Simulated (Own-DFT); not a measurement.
# Which defects push the lattice out? 4H SiC

Everything here is calculated. The program is Own-DFT (plane waves, in-house, since retired, never reviewed by a person); positions were held fixed, and spin and spin-orbit coupling were off.

Common settings: PBE; PseudoDojo norm-conserving scalar-relativistic files; cutoff 42 hartree; 4 x 4 x 3 k mesh centred on Gamma; Fermi-Dirac smearing of 0.1 eV.

Known weak points (not all hold for every row): not probed for a lower state with spin; forces on such cells passed a denser k mesh, each cell not checked; stress not checked against mesh or cutoff.

All runs share one cell, with vectors in Å (9.248, 0.000, 0.000); (-4.624, 8.009, 0.000); (0.000, 0.000, 10.068) and a volume of 745.7 Å³. Atoms were moved at random from their sites; u is the rms move along one axis. The defect's site can differ from row to row.

```
cell,formula,u (Å),P (GPa)
no defect,C36Si36,0.0302,3.71
no defect,C36Si36,0.0313,3.85
no defect,C36Si36,0.0659,7.34
two Al on a Si site each,Al2C36Si34,0.0288,5.73
two Al on a Si site each,Al2C36Si34,0.0320,?
two Al on a Si site each,Al2C36Si34,0.0463,7.06
two Al on a Si site each,Al2C36Si34,0.0494,7.16
one Al on a Si site and one N on a C site,AlC35NSi35,0.0492,4.77
one Al on a Si site and one N on a C site,AlC35NSi35,0.0493,5.74
one Al on a Si site and one N on a C site,AlC35NSi35,0.0515,5.18
one C on a Si site,C37Si35,0.0512,3.32
one C on a Si site,C37Si35,0.0520,3.55
one C on a Si site,C37Si35,0.0542,3.75
two N on a C site each,C34N2Si36,0.0317,2.97
two N on a C site each,C34N2Si36,0.0469,4.03
two N on a C site each,C34N2Si36,0.0522,4.31
```

## What the rows give

P = P0 + c u² + a shift for each defect gives P0 = 2.91 GPa, c = 993 ± 81 GPa/Å² and a scatter of 0.27 GPa. The shifts, and each times the cell's volume:

- two Al on a Si site each: 1.95 ± 0.22 GPa, 9.1 eV (4.5 eV for each of its 2 sites)
- one Al on a Si site and one N on a C site: -0.15 ± 0.22 GPa, -0.7 eV (not resolved)
- two N on a C site each: -1.10 ± 0.22 GPa, -5.1 eV (-2.6 eV for each of its 2 sites)
- one C on a Si site: -2.09 ± 0.22 GPa, -9.7 eV

A positive shift means that the defect pushes the cell outwards. Shift times volume (160.2 GPa Å³ is 1 eV) depends little on the cell's size, so, taken for each site, it can be compared between cells at like pressure. The atoms around the defects weren't relaxed, which would change these numbers.

## The run left out

Question: what pressure belongs in the blank (two Al on a Si site each, u = 0.0320 Å)?

Estimate: 5.88 ± 0.31 GPa. The calculation gave 5.96 GPa.
